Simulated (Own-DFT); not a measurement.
## Calculated data, SiC (2H silicon carbide, atoms displaced)

All values are calculated (Own-DFT development build). A calculation, not a measurement: plane-wave PBE density functional theory by an unreviewed code, no spin, of a simulated periodic cell, stress positive in tension, free energy of the whole cell less one offset for each atom, forces on such cells passed a denser k mesh, this cell's mesh not checked; offsets are fitted by least squares, one for each functional and potential file, so energies compare only between cells with the same atoms and settings and are not formation energies; the far tail of each file's local potential was reset to the Coulomb form; each entry is a single point on an unrelaxed cell, so the pressure reflects the starting lattice, mostly measured values (interpolated for alloys), from which strain is counted, and rises with the displacements; printed positions are rounded, which can move forces by about a meV/angstrom; the program, named Own-DFT, is a retired in-house code; no spin-orbit coupling.

Settings shared by all entries: functional PBE; potential files PseudoDojo norm-conserving, scalar-relativistic, standard set; wave cutoff 42 hartree; occupations Fermi-Dirac; smearing width 0.1 eV; hardware one NVIDIA H100; k mesh 4 x 4 x 3 centred on Gamma.

(1) SiC (2H silicon carbide, atoms displaced)

```cif
# cell vector a (Å): 9.2481 0.0000 0.0000
# cell vector b (Å): -4.6241 8.0091 0.0000
# cell vector c (Å): 0.0000 0.0000 10.0681
data_SiC
_symmetry_space_group_name_H-M 'P 1'
_symmetry_Int_Tables_number 1
_cell_length_a 9.2481
_cell_length_b 9.2481
_cell_length_c 10.0681
_cell_angle_alpha 90.000
_cell_angle_beta 90.000
_cell_angle_gamma 120.000
_cell_volume 745.73
loop_
_atom_site_label
_atom_site_type_symbol
_atom_site_fract_x
_atom_site_fract_y
_atom_site_fract_z
_atom_site_occupancy
Si1 Si 0.00713 0.00057 0.99945 1
Si2 Si 0.10308 0.21537 0.25003 1
C1 C 0.00284 0.00070 0.18711 1
C2 C 0.10836 0.21789 0.44181 1
Si3 Si 0.99870 0.99878 0.49616 1
Si4 Si 0.11133 0.22252 0.74935 1
C3 C 0.00067 0.99619 0.69059 1
C4 C 0.11401 0.22405 0.93940 1
Si5 Si 0.00560 0.33665 0.00037 1
Si6 Si 0.10962 0.55506 0.24460 1
C5 C 0.00549 0.33061 0.18965 1
C6 C 0.11196 0.55346 0.43816 1
Si7 Si 0.99772 0.33548 0.49918 1
Si8 Si 0.10778 0.55772 0.75001 1
C7 C 0.99336 0.33529 0.68535 1
C8 C 0.11398 0.56034 0.93338 1
Si9 Si 0.99557 0.66248 0.99858 1
Si10 Si 0.11464 0.88850 0.25033 1
C9 C 0.99740 0.67127 0.18505 1
C10 C 0.11218 0.88890 0.43745 1
Si11 Si 0.00434 0.67266 0.49994 1
Si12 Si 0.11216 0.89139 0.74804 1
C11 C 0.00501 0.66858 0.68648 1
C12 C 0.11414 0.89878 0.93817 1
Si13 Si 0.33397 0.00082 0.99961 1
Si14 Si 0.44783 0.22267 0.24714 1
C13 C 0.32879 0.99954 0.18466 1
C14 C 0.44901 0.22986 0.44072 1
Si15 Si 0.33619 0.00695 0.50332 1
Si16 Si 0.43900 0.21684 0.75828 1
C15 C 0.32811 0.00332 0.68642 1
C16 C 0.44276 0.22071 0.93248 1
Si17 Si 0.32937 0.32905 0.00190 1
Si18 Si 0.44743 0.55230 0.25010 1
C17 C 0.32920 0.32997 0.18916 1
C18 C 0.44914 0.55913 0.43881 1
Si19 Si 0.33225 0.33235 0.50166 1
Si20 Si 0.44964 0.55556 0.74984 1
C19 C 0.33356 0.33089 0.68895 1
C20 C 0.43906 0.55378 0.93734 1
Si21 Si 0.33311 0.66188 0.00074 1
Si22 Si 0.44176 0.89114 0.24824 1
C21 C 0.33468 0.67587 0.18796 1
C22 C 0.44101 0.88783 0.43666 1
Si23 Si 0.33248 0.66511 0.49941 1
Si24 Si 0.43710 0.88745 0.74924 1
C23 C 0.32837 0.66482 0.68652 1
C24 C 0.45034 0.89270 0.93631 1
Si25 Si 0.66785 0.00216 0.00016 1
Si26 Si 0.78139 0.22276 0.25205 1
C25 C 0.66797 0.99880 0.18825 1
C26 C 0.78001 0.22351 0.43632 1
Si27 Si 0.66439 0.99577 0.50423 1
Si28 Si 0.78247 0.22102 0.74981 1
C27 C 0.66877 0.99730 0.68391 1
C28 C 0.78074 0.22439 0.93866 1
Si29 Si 0.66616 0.33519 0.00083 1
Si30 Si 0.77733 0.55735 0.24890 1
C29 C 0.67462 0.33835 0.18992 1
C30 C 0.77917 0.55599 0.43644 1
Si31 Si 0.66936 0.33659 0.49536 1
Si32 Si 0.77144 0.55161 0.75187 1
C31 C 0.66757 0.33217 0.68675 1
C32 C 0.78018 0.56463 0.94023 1
Si33 Si 0.66812 0.66182 0.99684 1
Si34 Si 0.78173 0.88678 0.25310 1
C33 C 0.66483 0.65994 0.18922 1
C34 C 0.77460 0.88754 0.43397 1
Si35 Si 0.65965 0.66350 0.50259 1
Si36 Si 0.77761 0.88487 0.75008 1
C35 C 0.66772 0.66698 0.68543 1
C36 C 0.77218 0.88754 0.93673 1
```

```
free energy of cell above offsets : -10.458 eV
pressure                          : 3.87 GPa
stress xx                         : -3.16 GPa
stress yy                         : -2.28 GPa
stress zz                         : -6.17 GPa
stress yz                         : -0.44 GPa
stress xz                         : 0.13 GPa
stress xy                         : 0.07 GPa
wall time                         : 356.2 s
```

Force:
```csv
element,x (eV/Å),y (eV/Å),z (eV/Å)
Si,-2.445,0.262,0.125
Si,1.565,0.671,0.855
C,-0.115,-0.85,0.196
C,-0.167,0.847,-0.732
Si,-0.168,-0.518,1.063
Si,-0.466,0.097,-0.119
C,-0.937,0.649,-0.969
C,-0.546,-0.365,-0.489
Si,-0.492,-0.376,-0.173
Si,0.177,0.393,1.12
C,-1.412,0.792,-0.73
C,-0.484,0.576,-0.778
Si,0.503,-0.431,0.066
Si,0.819,-0.563,-0.764
C,1.883,0.043,0.528
C,-0.293,-0.623,1.262
Si,0.783,1.919,0.018
Si,-0.917,0.23,-0.049
C,0.85,-0.94,0.185
C,0.141,0.721,-0.126
Si,0.033,-1.309,-0.176
Si,-0.145,-0.691,0.639
C,-1.589,0.163,0.551
C,1.32,-2.088,-0.657
Si,0.341,-0.375,-0.432
Si,-0.468,0.16,0.808
C,1.07,0.693,0.448
C,-0.119,-0.997,-1.073
Si,0.165,-0.493,-1.079
Si,0.737,1.094,-3.341
C,1.165,-0.361,0.668
C,0.247,0.506,3.153
Si,0.422,0.752,-0.315
Si,-1.297,0.534,0.044
C,0.409,0.067,-0.002
C,-1.224,-1.193,-0.212
Si,-0.03,0.358,-0.147
Si,-1.653,-0.202,-0.157
C,-0.156,0.413,0.174
C,1.563,-0.535,0.156
Si,-0.517,1.775,-0.208
Si,0.797,0.525,0.369
C,0.693,-1.969,-0.243
C,0.052,0.506,0.472
Si,-0.237,0.288,-0.157
Si,1.101,0.246,-0.298
C,0.844,0.027,0.353
C,-1.087,-0.686,0.235
Si,0.285,-0.083,0.156
Si,0.001,-0.449,-0.572
C,-0.125,0.202,0.122
C,-0.465,-0.606,0.445
Si,-0.245,0.695,-1.912
Si,-1.521,-0.274,-0.066
C,-0.696,-0.064,1.541
C,-0.062,0.307,0.024
Si,0.527,-0.118,-0.31
Si,0.552,0.01,0.661
C,-0.611,-0.93,-0.668
C,-0.178,0.772,0.323
Si,0.357,-0.146,1.05
Si,1.315,0.409,-0.913
C,-0.464,-0.434,0.561
C,0.755,-2.241,-1.137
Si,-2.363,1.577,1.237
Si,-0.956,-0.205,-1.486
C,-0.247,1.045,-0.817
C,0.441,-0.23,1.506
Si,1.864,0.704,-1.064
Si,-0.244,0.698,0.056
C,-0.014,-0.355,0.813
C,1.375,-0.024,0.387
```

(2) SiC (2H silicon carbide, atoms displaced)

```cif
# cell vector a (Å): 9.2481 0.0000 0.0000
# cell vector b (Å): -4.6241 8.0091 0.0000
# cell vector c (Å): 0.0000 0.0000 10.0681
data_SiC
_symmetry_space_group_name_H-M 'P 1'
_symmetry_Int_Tables_number 1
_cell_length_a 9.2481
_cell_length_b 9.2481
_cell_length_c 10.0681
_cell_angle_alpha 90.000
_cell_angle_beta 90.000
_cell_angle_gamma 120.000
_cell_volume 745.73
loop_
_atom_site_label
_atom_site_type_symbol
_atom_site_fract_x
_atom_site_fract_y
_atom_site_fract_z
_atom_site_occupancy
Si1 Si 0.99646 0.00536 0.99844 1
Si2 Si 0.11153 0.21896 0.25065 1
C1 C 0.00089 0.00670 0.18645 1
C2 C 0.11408 0.22426 0.44102 1
Si3 Si 0.00065 0.00457 0.50311 1
Si4 Si 0.10941 0.22182 0.75058 1
C3 C 0.99923 0.99617 0.68776 1
C4 C 0.10220 0.21668 0.94292 1
Si5 Si 0.00642 0.34156 0.00769 1
Si6 Si 0.11102 0.55793 0.25146 1
C5 C 0.00567 0.33848 0.18870 1
C6 C 0.11316 0.55596 0.43734 1
Si7 Si 0.00364 0.33376 0.49925 1
Si8 Si 0.11248 0.55365 0.75404 1
C7 C 0.00137 0.33784 0.68898 1
C8 C 0.10927 0.56101 0.93709 1
Si9 Si 0.99887 0.67343 0.99685 1
Si10 Si 0.10483 0.88125 0.25062 1
C9 C 0.99849 0.66592 0.18160 1
C10 C 0.10949 0.88668 0.44158 1
Si11 Si 0.00486 0.67018 0.50366 1
Si12 Si 0.11102 0.88849 0.75117 1
C11 C 0.00411 0.67247 0.68704 1
C12 C 0.11216 0.88943 0.94079 1
Si13 Si 0.33378 0.00002 0.99897 1
Si14 Si 0.44651 0.22265 0.24831 1
C13 C 0.32858 0.99948 0.19538 1
C14 C 0.44794 0.22479 0.43579 1
Si15 Si 0.32856 0.99928 0.49348 1
Si16 Si 0.44377 0.22107 0.75193 1
C15 C 0.33752 0.00603 0.68796 1
C16 C 0.44389 0.22672 0.94007 1
Si17 Si 0.33588 0.33409 0.99739 1
Si18 Si 0.44788 0.55780 0.25498 1
C17 C 0.33199 0.33668 0.18819 1
C18 C 0.44147 0.55667 0.43856 1
Si19 Si 0.33725 0.33739 0.50428 1
Si20 Si 0.44102 0.55404 0.75182 1
C19 C 0.33462 0.33286 0.69161 1
C20 C 0.44570 0.55486 0.93505 1
Si21 Si 0.33473 0.66322 0.99825 1
Si22 Si 0.45096 0.89092 0.25226 1
C21 C 0.33449 0.66843 0.18311 1
C22 C 0.44223 0.88436 0.44183 1
Si23 Si 0.33366 0.66200 0.49666 1
Si24 Si 0.44415 0.88864 0.75128 1
C23 C 0.33838 0.66708 0.68455 1
C24 C 0.44787 0.89156 0.93400 1
Si25 Si 0.66250 0.00085 0.00187 1
Si26 Si 0.77767 0.22564 0.25241 1
C25 C 0.66468 0.99447 0.18509 1
C26 C 0.77444 0.22100 0.43636 1
Si27 Si 0.66408 0.00106 0.50130 1
Si28 Si 0.77616 0.22755 0.74980 1
C27 C 0.66761 0.99898 0.68618 1
C28 C 0.78341 0.22523 0.93764 1
Si29 Si 0.66730 0.33798 0.99824 1
Si30 Si 0.77105 0.55386 0.25280 1
C29 C 0.67072 0.33046 0.18957 1
C30 C 0.77736 0.55712 0.43733 1
Si31 Si 0.67056 0.33129 0.49595 1
Si32 Si 0.78177 0.55551 0.75509 1
C31 C 0.66213 0.32493 0.68618 1
C32 C 0.78336 0.55712 0.92952 1
Si33 Si 0.66684 0.66498 0.99927 1
Si34 Si 0.77304 0.88949 0.25044 1
C33 C 0.66944 0.66949 0.18917 1
C34 C 0.77887 0.89376 0.44132 1
Si35 Si 0.66507 0.66504 0.50290 1
Si36 Si 0.78219 0.89405 0.75073 1
C35 C 0.66410 0.65969 0.68779 1
C36 C 0.78078 0.89032 0.93467 1
```

```
free energy of cell above offsets : -10.490 eV
pressure                          : 3.79 GPa
stress xx                         : -2.23 GPa
stress yy                         : -2.64 GPa
stress zz                         : -6.49 GPa
stress yz                         : 0.01 GPa
stress xz                         : -0.23 GPa
stress xy                         : 0.39 GPa
wall time                         : 349.3 s
```

Force:
```csv
element,x (eV/Å),y (eV/Å),z (eV/Å)
Si,1.047,-1.452,0.831
Si,-0.198,1.214,0.218
C,-0.042,-1.786,0.449
C,0.212,-0.09,-0.332
Si,0.279,-0.778,-0.497
Si,-0.104,-0.165,0.359
C,0.005,1.014,0.417
C,1.067,2.402,-1.279
Si,-0.739,-0.737,-1.576
Si,0.357,0.258,-0.786
C,-0.536,-0.667,1.239
C,-0.482,-0.004,0.16
Si,-0.809,0.087,0.258
Si,-0.092,1.084,-1.205
C,0.05,-0.748,-0.39
C,1.02,-0.32,0.641
Si,0.886,-0.759,0.39
Si,-0.382,1.187,-0.061
C,-0.588,-0.474,1.271
C,-0.794,0.366,-0.925
Si,-0.553,-0.781,-0.606
Si,0.577,0.702,-0.006
C,0.291,-1.255,0.833
C,-0.677,1.044,-0.713
Si,-0.04,0.041,0.949
Si,-0.794,0.14,0.155
C,1.085,-0.209,-1.279
C,-0.406,-0.073,0.286
Si,1.144,0.52,1.266
Si,0.136,0.304,-0.297
C,-0.455,-1.283,-0.253
C,0.933,-0.747,-0.297
Si,-1.49,-0.162,0.975
Si,-0.87,-0.293,-1.445
C,1.086,-0.087,-0.103
C,1.382,-0.338,0.104
Si,0.199,-0.712,-0.518
Si,0.992,0.352,-0.875
C,-0.548,-0.078,-0.148
C,-0.112,-0.053,0.716
Si,-0.731,0.942,-0.082
Si,-1.589,-0.661,-0.207
C,0.269,-0.032,1.3
C,-0.091,0.549,-0.86
Si,-0.873,0.956,0.983
Si,0.298,0.342,-1.323
C,-1.036,-0.251,0.753
C,-0.568,-0.608,1.056
Si,1.289,0.359,-1.211
Si,1.496,-0.881,-0.853
C,-0.391,1.536,0.744
C,1.311,0.045,0.25
Si,0.262,-0.341,0.125
Si,1.293,-1.34,0.192
C,-0.207,0.682,0.729
C,-0.89,0.106,0.634
Si,1.122,-0.665,0.228
Si,1.489,0.263,-0.607
C,-1.588,0.917,-0.853
C,0.513,-0.117,0.537
Si,-1.327,0.621,0.93
Si,-0.591,-0.341,-3.402
C,-0.214,1.78,0.04
C,-1.083,-0.023,3.072
Si,0.169,0.689,-0.43
Si,1.537,0.441,0.41
C,-0.392,-0.549,-0.368
C,-0.075,-0.683,-0.592
Si,0.099,0.601,-0.118
Si,-0.594,-1.397,-0.731
C,0.073,0.855,0.737
C,-1.016,-0.46,0.991
```

(3) SiC (2H silicon carbide, atoms displaced)

```cif
# cell vector a (Å): 9.2481 0.0000 0.0000
# cell vector b (Å): -4.6241 8.0091 0.0000
# cell vector c (Å): 0.0000 0.0000 10.0681
data_SiC
_symmetry_space_group_name_H-M 'P 1'
_symmetry_Int_Tables_number 1
_cell_length_a 9.2481
_cell_length_b 9.2481
_cell_length_c 10.0681
_cell_angle_alpha 90.000
_cell_angle_beta 90.000
_cell_angle_gamma 120.000
_cell_volume 745.73
loop_
_atom_site_label
_atom_site_type_symbol
_atom_site_fract_x
_atom_site_fract_y
_atom_site_fract_z
_atom_site_occupancy
Si1 Si 0.00443 0.99409 0.99556 1
Si2 Si 0.10950 0.22132 0.24865 1
C1 C 0.00024 0.00012 0.18388 1
C2 C 0.11412 0.22238 0.43814 1
Si3 Si 0.00534 0.00361 0.49473 1
Si4 Si 0.11135 0.22397 0.75151 1
C3 C 0.00097 0.99783 0.68771 1
C4 C 0.10589 0.21567 0.93417 1
Si5 Si 0.99757 0.33031 0.99888 1
Si6 Si 0.11096 0.55342 0.25334 1
C5 C 0.99776 0.33402 0.18924 1
C6 C 0.11354 0.55070 0.43336 1
Si7 Si 0.99935 0.33112 0.49816 1
Si8 Si 0.10977 0.55292 0.74712 1
C7 C 0.00146 0.33417 0.68519 1
C8 C 0.11030 0.55526 0.93835 1
Si9 Si 0.00194 0.67448 0.00166 1
Si10 Si 0.11205 0.88996 0.25347 1
C9 C 0.00126 0.66747 0.18524 1
C10 C 0.11121 0.88412 0.43575 1
Si11 Si 0.99973 0.66439 0.49777 1
Si12 Si 0.10624 0.88878 0.75450 1
C11 C 0.00208 0.66597 0.69130 1
C12 C 0.10972 0.89062 0.93824 1
Si13 Si 0.34030 0.00870 0.00094 1
Si14 Si 0.44185 0.21710 0.24942 1
C13 C 0.33397 0.00049 0.19000 1
C14 C 0.44817 0.22273 0.43609 1
Si15 Si 0.33401 0.00454 0.49398 1
Si16 Si 0.44080 0.21925 0.75286 1
C15 C 0.33825 0.00270 0.69143 1
C16 C 0.44808 0.22080 0.93715 1
Si17 Si 0.32780 0.32627 0.00134 1
Si18 Si 0.44657 0.55793 0.24847 1
C17 C 0.33519 0.33272 0.19143 1
C18 C 0.44764 0.56046 0.43457 1
Si19 Si 0.33810 0.33531 0.50415 1
Si20 Si 0.44595 0.55037 0.75625 1
C19 C 0.32853 0.33169 0.69063 1
C20 C 0.43921 0.54788 0.93982 1
Si21 Si 0.33058 0.66386 0.00149 1
Si22 Si 0.44085 0.89180 0.25080 1
C21 C 0.33024 0.67125 0.18997 1
C22 C 0.44356 0.88715 0.43708 1
Si23 Si 0.34007 0.67467 0.49345 1
Si24 Si 0.44656 0.89186 0.75202 1
C23 C 0.32886 0.66906 0.68421 1
C24 C 0.44485 0.88934 0.93951 1
Si25 Si 0.66385 0.99760 0.00192 1
Si26 Si 0.77233 0.22021 0.24733 1
C25 C 0.67077 0.00150 0.18815 1
C26 C 0.77738 0.22235 0.44038 1
Si27 Si 0.66367 0.00087 0.49833 1
Si28 Si 0.77634 0.21763 0.75462 1
C27 C 0.66378 0.00034 0.68615 1
C28 C 0.77960 0.21979 0.93945 1
Si29 Si 0.67088 0.33477 0.99966 1
Si30 Si 0.77508 0.54990 0.25050 1
C29 C 0.67327 0.33273 0.18722 1
C30 C 0.78129 0.55487 0.43916 1
Si31 Si 0.66967 0.33291 0.49491 1
Si32 Si 0.77465 0.55346 0.75115 1
C31 C 0.67058 0.33382 0.69160 1
C32 C 0.78080 0.55680 0.93817 1
Si33 Si 0.66987 0.67009 0.00186 1
Si34 Si 0.77886 0.88750 0.24991 1
C33 C 0.65710 0.66187 0.19011 1
C34 C 0.77997 0.88875 0.43902 1
Si35 Si 0.67045 0.66614 0.50274 1
Si36 Si 0.77712 0.88903 0.74685 1
C35 C 0.67100 0.66724 0.68742 1
C36 C 0.78689 0.89210 0.93415 1
```

```
free energy of cell above offsets : -10.710 eV
pressure                          : 3.75 GPa
stress xx                         : -2.07 GPa
stress yy                         : -3.61 GPa
stress zz                         : -5.57 GPa
stress yz                         : 0.16 GPa
stress xz                         : -0.23 GPa
stress xy                         : 0.06 GPa
wall time                         : 354.8 s
```

Force:
```csv
element,x (eV/Å),y (eV/Å),z (eV/Å)
Si,-1.915,1.386,0.926
Si,0.034,0.222,0.141
C,0.313,-0.297,0.561
C,0.117,0.236,-0.277
Si,-0.317,-0.813,1.211
Si,-0.479,-0.773,-0.936
C,-0.544,0.725,-0.569
C,0.474,0.615,1.138
Si,0.471,0.595,0.478
Si,-0.491,0.237,-1.488
C,0.415,-0.426,-0.335
C,-0.605,0.764,1.356
Si,0.377,0.118,0.248
Si,0.131,0.555,0.571
C,-0.323,-0.723,0.519
C,-0.19,-0.071,-0.175
Si,0.784,-1.5,-0.529
Si,-0.397,-0.529,-1.371
C,-0.409,0.055,1.199
C,-0.212,0.821,0.508
Si,0.955,-0.163,1.005
Si,1.491,-0.198,-1.341
C,-0.866,0.119,-0.784
C,2.028,-0.012,0.134
Si,-0.26,-1.855,-0.062
Si,0.334,1.392,-0.03
C,-0.492,0.109,-0.561
C,-0.45,0.402,0.13
Si,0.545,-0.994,1.871
Si,0.792,0.633,-0.909
C,-1.282,-0.449,-0.906
C,-0.594,0.937,0.733
Si,0.292,0.367,0.049
Si,-1.511,-0.594,0.435
C,-0.453,-0.188,-0.749
C,0.634,-0.583,0.89
Si,-0.608,0.371,-0.921
Si,-1.177,1.18,-1.529
C,1.224,0.152,-0.1
C,0.468,0.917,0.579
Si,-0.158,0.177,-0.159
Si,1.531,-0.444,-0.292
C,0.906,-0.629,-0.293
C,-0.425,1.623,-0.507
Si,-0.428,-2.016,1.459
Si,-0.382,-0.921,-0.468
C,1.583,-0.135,0.491
C,-0.032,-0.24,0.158
Si,1.117,0.097,-0.385
Si,1.827,0.016,0.925
C,-0.909,-0.716,0.206
C,0.257,-0.347,-1.172
Si,0.83,-0.216,0.259
Si,0.142,0.832,-1.116
C,0.684,-0.241,0.281
C,-0.669,-0.171,0.088
Si,0.048,0.101,-0.204
Si,0.091,1.23,-0.262
C,-2.008,-0.228,-0.169
C,-0.576,-0.13,-0.53
Si,-0.227,0.104,1.856
Si,1.19,0.304,-0.146
C,-0.93,-0.474,-0.701
C,-0.526,0.098,0.43
Si,-0.292,-0.696,-0.489
Si,-0.174,-0.059,0.118
C,2.186,1.013,-0.655
C,-0.162,0.249,-0.174
Si,-0.534,0.131,-0.787
Si,0.24,0.192,-0.013
C,-0.915,-0.471,0.528
C,-1.588,-0.773,0.614
```

(4) SiC (2H silicon carbide, atoms displaced)

```cif
# cell vector a (Å): 9.2481 0.0000 0.0000
# cell vector b (Å): -4.6241 8.0091 0.0000
# cell vector c (Å): 0.0000 0.0000 10.0681
data_SiC
_symmetry_space_group_name_H-M 'P 1'
_symmetry_Int_Tables_number 1
_cell_length_a 9.2481
_cell_length_b 9.2481
_cell_length_c 10.0681
_cell_angle_alpha 90.000
_cell_angle_beta 90.000
_cell_angle_gamma 120.000
_cell_volume 745.73
loop_
_atom_site_label
_atom_site_type_symbol
_atom_site_fract_x
_atom_site_fract_y
_atom_site_fract_z
_atom_site_occupancy
Si1 Si 0.99911 0.99779 0.00252 1
Si2 Si 0.10721 0.22085 0.24857 1
C1 C 0.00494 0.00157 0.18498 1
C2 C 0.11316 0.22366 0.43683 1
Si3 Si 0.99656 0.00578 0.50245 1
Si4 Si 0.11302 0.22367 0.75474 1
C3 C 0.99872 0.99263 0.68927 1
C4 C 0.11618 0.22407 0.93778 1
Si5 Si 0.99724 0.33414 0.00144 1
Si6 Si 0.10776 0.55295 0.24902 1
C5 C 0.99997 0.33265 0.19041 1
C6 C 0.10712 0.55208 0.43425 1
Si7 Si 0.99691 0.33400 0.49637 1
Si8 Si 0.11383 0.55586 0.75421 1
C7 C 0.99981 0.33333 0.69050 1
C8 C 0.10838 0.55603 0.93071 1
Si9 Si 0.99910 0.66379 0.99967 1
Si10 Si 0.10731 0.89435 0.25044 1
C9 C 0.99917 0.66677 0.18811 1
C10 C 0.11435 0.88884 0.44154 1
Si11 Si 0.01240 0.67484 0.49554 1
Si12 Si 0.10540 0.88163 0.74754 1
C11 C 0.00013 0.66946 0.68871 1
C12 C 0.11550 0.89008 0.93560 1
Si13 Si 0.33310 0.99815 0.00097 1
Si14 Si 0.43811 0.21874 0.25220 1
C13 C 0.34060 0.00638 0.18537 1
C14 C 0.44616 0.22019 0.44111 1
Si15 Si 0.33511 0.00488 0.50079 1
Si16 Si 0.44297 0.22429 0.75493 1
C15 C 0.33548 0.00432 0.68974 1
C16 C 0.44083 0.21851 0.94183 1
Si17 Si 0.34098 0.33395 0.99729 1
Si18 Si 0.44541 0.55222 0.24917 1
C17 C 0.33140 0.33207 0.18472 1
C18 C 0.44217 0.55198 0.43827 1
Si19 Si 0.32956 0.33226 0.49950 1
Si20 Si 0.44408 0.55416 0.74871 1
C19 C 0.33361 0.33476 0.68744 1
C20 C 0.44393 0.55924 0.93979 1
Si21 Si 0.32918 0.65933 0.99872 1
Si22 Si 0.45179 0.89661 0.24692 1
C21 C 0.33558 0.66929 0.18352 1
C22 C 0.44493 0.88938 0.44221 1
Si23 Si 0.33044 0.66007 0.49886 1
Si24 Si 0.44024 0.89035 0.74647 1
C23 C 0.33282 0.66866 0.68696 1
C24 C 0.44337 0.88903 0.93656 1
Si25 Si 0.66770 0.99713 0.99559 1
Si26 Si 0.78163 0.22172 0.25153 1
C25 C 0.66576 0.99973 0.19207 1
C26 C 0.78266 0.22594 0.43259 1
Si27 Si 0.66615 0.00044 0.49787 1
Si28 Si 0.77668 0.21720 0.75376 1
C27 C 0.67043 0.00518 0.68761 1
C28 C 0.78172 0.22961 0.94043 1
Si29 Si 0.66225 0.32893 0.00371 1
Si30 Si 0.78249 0.55787 0.24641 1
C29 C 0.66186 0.32954 0.19151 1
C30 C 0.77450 0.55260 0.43472 1
Si31 Si 0.66708 0.32920 0.49874 1
Si32 Si 0.77111 0.55095 0.75043 1
C31 C 0.66703 0.33536 0.68603 1
C32 C 0.78175 0.55674 0.93060 1
Si33 Si 0.66507 0.66444 0.00291 1
Si34 Si 0.78004 0.88978 0.24426 1
C33 C 0.66217 0.66924 0.19066 1
C34 C 0.77308 0.88502 0.43670 1
Si35 Si 0.67058 0.66784 0.49863 1
Si36 Si 0.77656 0.88526 0.75093 1
C35 C 0.66091 0.66668 0.68390 1
C36 C 0.77985 0.89266 0.93942 1
```

```
pressure : —
```

## Withheld values
1. What pressure does the calculation give for SiC (2H silicon carbide, atoms displaced) (entry 4)?
2. Give the table of force values for SiC (2H silicon carbide, atoms displaced) (entry 4).

Answers
1. 3.83 GPa
2. 
Force:
```csv
element,x (eV/Å),y (eV/Å),z (eV/Å)
Si,0.902,0.651,-1.63
Si,1.039,0.585,0.031
C,-1.492,0.07,0.594
C,-0.853,-0.253,-0.151
Si,0.858,-1.395,-0.114
Si,-0.27,-0.649,-1.103
C,-0.867,1.398,0.019
C,-0.668,-0.158,0.999
Si,1.255,0.198,-0.447
Si,0.872,0.999,-0.221
C,-0.197,0.088,-0.843
C,0.729,0.55,0.318
Si,0.767,0.012,1.307
Si,-0.92,0.034,-2.408
C,0.142,-0.144,-0.612
C,0.596,-0.439,2.841
Si,0.011,0.937,-0.583
Si,2.546,-0.902,0.404
C,0.293,0.468,-0.471
C,-1.079,1.586,-1.228
Si,-1.906,-1.955,1.257
Si,0.95,1.377,0.555
C,0.331,-1.579,-0.746
C,-0.917,-0.606,0.724
Si,0.025,-0.16,-0.373
Si,0.618,0.922,0.056
C,-1.111,-1.267,0.675
C,-0.918,0.553,-0.719
Si,0.49,-0.869,0.519
Si,0.563,-0.22,-1.013
C,-0.801,-0.286,-0.271
C,0.946,0.451,-0.766
Si,-1.688,0.2,0.646
Si,-1.32,0.249,0.295
C,0.041,-0.075,0.582
C,0.339,0.242,-0.315
Si,1.215,0.111,0.272
Si,-0.665,0.605,0.08
C,-0.213,-0.373,0.346
C,1.196,-0.981,-0.864
Si,-0.673,1.546,-0.072
Si,-1.144,-1.597,1.086
C,-0.341,-0.461,1.038
C,-0.339,-0.285,-1.01
Si,-0.164,0.951,-0.072
Si,0.957,0.152,0.418
C,0.196,-0.534,0.112
C,0.419,-0.419,-0.054
Si,-1.148,0.904,0.995
Si,-1.256,0.051,-0.901
C,1.333,0.704,-1.55
C,-0.48,-1.047,1.212
Si,0.204,0.1,0.32
Si,-0.344,1.685,-0.598
C,-0.119,-1.287,0.039
C,-0.356,-1.672,-0.037
Si,0.209,0.789,-0.265
Si,-1.387,-0.852,0.888
C,0.545,0.614,-0.43
C,1.071,0.645,0.336
Si,-0.244,1.054,0.038
Si,0.699,1.073,-1.602
C,0.145,-1.05,0.623
C,-1.205,-0.579,2.401
Si,0.212,0.498,-0.67
Si,-0.536,0.01,1.302
C,1.718,-0.483,-0.881
C,0.639,1.091,-0.412
Si,-0.569,-0.833,-0.304
Si,-0.264,0.534,-0.409
C,0.929,-0.18,0.916
C,0.455,-1.098,-0.099
```

Further results for SiC (2H silicon carbide, atoms displaced) (entry 4):

```
free energy of cell above offsets : -10.365 eV
stress xx                         : -2.68 GPa
stress yy                         : -3.11 GPa
stress zz                         : -5.69 GPa
stress yz                         : -0.53 GPa
stress xz                         : -0.05 GPa
stress xy                         : -0.03 GPa
wall time                         : 360.2 s
```
